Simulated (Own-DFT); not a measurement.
# One host, several defects: 2H SiC

No measurement is shown. These are fixed-geometry runs of a retired plane-wave code named Own-DFT, which no person has reviewed; spin and spin-orbit coupling are neglected.

Common settings: PBE; PseudoDojo norm-conserving scalar-relativistic files; cutoff 42 hartree; 4 x 4 x 3 k mesh centred on Gamma; Fermi-Dirac smearing of 0.1 eV.

Caveats (not all hold for every row): some atoms lie very close together; not probed for a lower state with spin; forces on such cells passed a denser k mesh, each cell not checked; stress not checked against mesh or cutoff.

All runs share one cell, with vectors in Å (9.248, 0.000, 0.000); (-4.624, 8.009, 0.000); (0.000, 0.000, 10.068) and a volume of 745.7 Å³. u is the rms random offset of the atoms per axis. The defect's site can differ from row to row.

| cell | formula | u (Å) | P (GPa) |
|---|---|---|---|
| no defect | C36Si36 | 0.0304 | 3.96 |
| no defect | C36Si36 | 0.0543 | 5.89 |
| no defect | C36Si36 | 0.0586 | 6.14 |
| two Al on a Si site each | Al2C36Si34 | 0.0300 | 5.88 |
| two Al on a Si site each | Al2C36Si34 | 0.0471 | 7.17 |
| two Al on a Si site each | Al2C36Si34 | 0.0484 | 7.15 |
| one C on a Si site and one Si on a C site | C36Si36 | 0.0277 | ? |
| one C on a Si site and one Si on a C site | C36Si36 | 0.0280 | 7.43 |
| one C on a Si site and one Si on a C site | C36Si36 | 0.0495 | 8.92 |
| one C on a Si site and one Si on a C site | C36Si36 | 0.0525 | 8.96 |
| one C on a Si site | C37Si35 | 0.0301 | 1.69 |
| one C on a Si site | C37Si35 | 0.0497 | 3.36 |
| one C on a Si site | C37Si35 | 0.0507 | 3.29 |
| one Al on a Si site and one N on a C site | AlC35NSi35 | 0.0274 | 3.83 |
| one Al on a Si site and one N on a C site | AlC35NSi35 | 0.0466 | 5.24 |
| one Al on a Si site and one N on a C site | AlC35NSi35 | 0.0480 | 5.35 |

## Working it out

P = P0 + c u² + a shift for each defect gives P0 = 3.10 GPa, c = 913 ± 34 GPa/Å² and a scatter of 0.11 GPa. The shifts, and each times the cell's volume:

- one C on a Si site and one Si on a C site: 3.51 ± 0.09 GPa, 16.3 eV
- two Al on a Si site each: 1.97 ± 0.09 GPa, 9.2 eV (4.6 eV for each of its 2 sites)
- one Al on a Si site and one N on a C site: 0.11 ± 0.09 GPa, 0.5 eV (not resolved)
- one C on a Si site: -2.13 ± 0.09 GPa, -9.9 eV

Against the defect-free cell, a freed cell would be larger where the shift is positive and smaller where it is negative (160.2 GPa Å³ is 1 eV). The atoms around the defects weren't relaxed, which would change these numbers.

## Check

The question: what pressure belongs in the blank (one C on a Si site and one Si on a C site, u = 0.0277 Å)?

From the fit: 7.31 ± 0.13 GPa. The run itself gave 7.32 GPa.
